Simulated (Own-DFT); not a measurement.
# Response to strain: rock-salt HfC, 64 atoms (C32Hf32)

These are calculations, not measurements. The program, named Own-DFT, is a retired in-house plane-wave density functional code that no person has reviewed. Each row is one single-point run on a periodic cell that was not relaxed, without spin or spin-orbit coupling.

Settings of every run: PBE; PseudoDojo norm-conserving scalar-relativistic files; cutoff 42 hartree; 4 x 4 x 4 k mesh centred on Gamma; cold (Marzari-Vanderbilt) smearing of 0.2 eV.

Known limits: hafnium file: forces about 75 meV/angstrom off all-electron values; forces on such cells failed a check on a denser k mesh; stress not checked against mesh or cutoff.

Unstrained cell vectors in Å: (3.784, -5.351, 6.554); (-3.784, 5.351, 6.554); (-7.568, -5.351, 0.000). The unstrained cell was taken from the Materials Project. The random moves and any unrelaxed bonds add to the pressure at no strain. Each run strains this cell uniformly, with the atoms carried along. Every atom was also moved at random, by a Gaussian of width 0.05 Å on each axis. Strain is the symmetric tensor, in per cent. Stress is positive in tension, and the pressure is minus a third of its trace.

```
run,e_xx (%),e_yy (%),e_zz (%),e_yz (%),e_xz (%),e_xy (%),s_xx (GPa),s_yy (GPa),s_zz (GPa),s_yz (GPa),s_xz (GPa),s_xy (GPa),P (GPa),E (meV/atom)
1,0.14,0.66,-1.96,0.88,0.53,-1.85,-6.98,-4.86,-13.29,3.28,1.44,-7.00,8.37,25.8
2,-0.21,2.00,-1.69,1.75,-1.84,0.19,-6.23,0.98,-12.47,8.39,-8.01,1.67,5.91,34.5
3,1.14,-0.58,-0.11,1.51,-1.44,0.52,-0.04,-6.62,-5.76,6.99,-6.10,2.81,4.14,2.8
4,0.36,-1.06,1.25,-0.50,1.21,1.83,-3.04,-8.26,-0.88,-2.72,5.03,7.15,4.06,17.1
5,-1.51,1.36,-1.73,-0.49,1.62,-1.42,-13.98,-2.87,-13.19,-2.83,6.30,-5.85,10.01,23.4
6,1.22,0.47,-1.65,1.73,-1.40,-0.22,-1.08,-4.15,-11.90,7.79,-6.06,-0.04,5.71,25.2
7,0.94,1.25,1.43,0.99,0.23,0.87,2.90,3.23,3.53,3.76,0.29,2.97,-3.22,11.1
8,-1.67,-1.76,-1.39,-0.44,0.74,1.88,-17.66,-19.53,-18.84,-2.68,3.51,8.51,18.68,54.0
9,0.67,-1.24,-1.78,-0.16,-0.55,-0.48,-5.79,-12.90,-14.96,-0.22,-2.08,-1.35,11.21,18.8
10,1.72,0.23,1.67,-0.49,0.65,-1.76,5.14,0.34,5.31,-1.64,1.97,-6.17,-3.60,0.0
11,-0.71,-1.85,-0.89,-0.62,0.94,0.34,-12.22,-16.74,-13.58,-3.73,4.38,1.92,14.18,23.2
12,-1.94,-0.61,1.24,0.22,-0.34,-1.58,-16.58,-9.72,-1.37,0.81,-0.96,-8.17,9.22,26.2
13,-0.10,-1.21,0.60,1.65,-1.81,0.08,-6.39,-10.39,-4.37,7.38,-7.61,0.70,7.05,6.8
14,-0.61,-0.77,0.65,1.38,-0.54,0.83,-7.76,-8.83,-4.09,6.15,-2.70,3.32,6.89,8.9
15,-0.06,-1.64,0.33,0.59,1.47,-1.63,-8.35,-13.09,-5.32,1.82,5.37,-6.85,8.92,29.2
16,0.71,-0.51,-1.42,0.88,1.86,-0.91,-4.43,-8.95,-11.62,3.19,6.04,-2.80,8.33,25.4
17,-0.39,1.57,1.04,-1.87,-0.26,1.54,?,?,?,?,?,?,?,?
```

E is the free energy for each atom above the lowest run shown.

## Worked fit

Each stress component was fitted by least squares to a constant and the strains of the runs shown, as fractions, with shears doubled. Shear strains stay in the fit of a normal stress only where such slopes are resolved. The slopes, in GPa:

```
stress  at no strain  per e_xx  per e_yy  per e_zz  scatter
  s_xx          -5.5  530 ± 11  123 ± 11   115 ± 9     0.46
  s_yy          -5.6  146 ± 12  482 ± 11  141 ± 10     0.48
  s_zz          -5.7  116 ± 12  125 ± 11  502 ± 10     0.49
```

Also, s_xx gains 22 ± 5 per 2 e_xy; s_zz gains -31 ± 5 per 2 e_xy.

Each shear stress against twice its own strain: yz 208 ± 7, xz 186 ± 4, xy 208 ± 6 GPa. These are stiffnesses along x, y and z of the frame in which the cell vectors are given, which need not be the crystal's axes. The atoms are held to the strained lattice; where symmetry lets them move under strain, relaxing them would lower some slopes. The table should be nearly symmetric about its diagonal, and what it lacks of that shows the noise. A ninth of its sum, 253 ± 5 GPa, estimates the bulk modulus near the mean pressure of these runs, 7.2 GPa, so it lies above the value at zero pressure.

## Withheld run

Question: what normal stresses and pressure should run 17 give?

The fit gives s_xx = -3.8, s_yy = 2.9, s_zz = 0.1 and P = 0.3 GPa. The calculation gave -3.08, 2.60, 0.67 and P = -0.06 GPa.
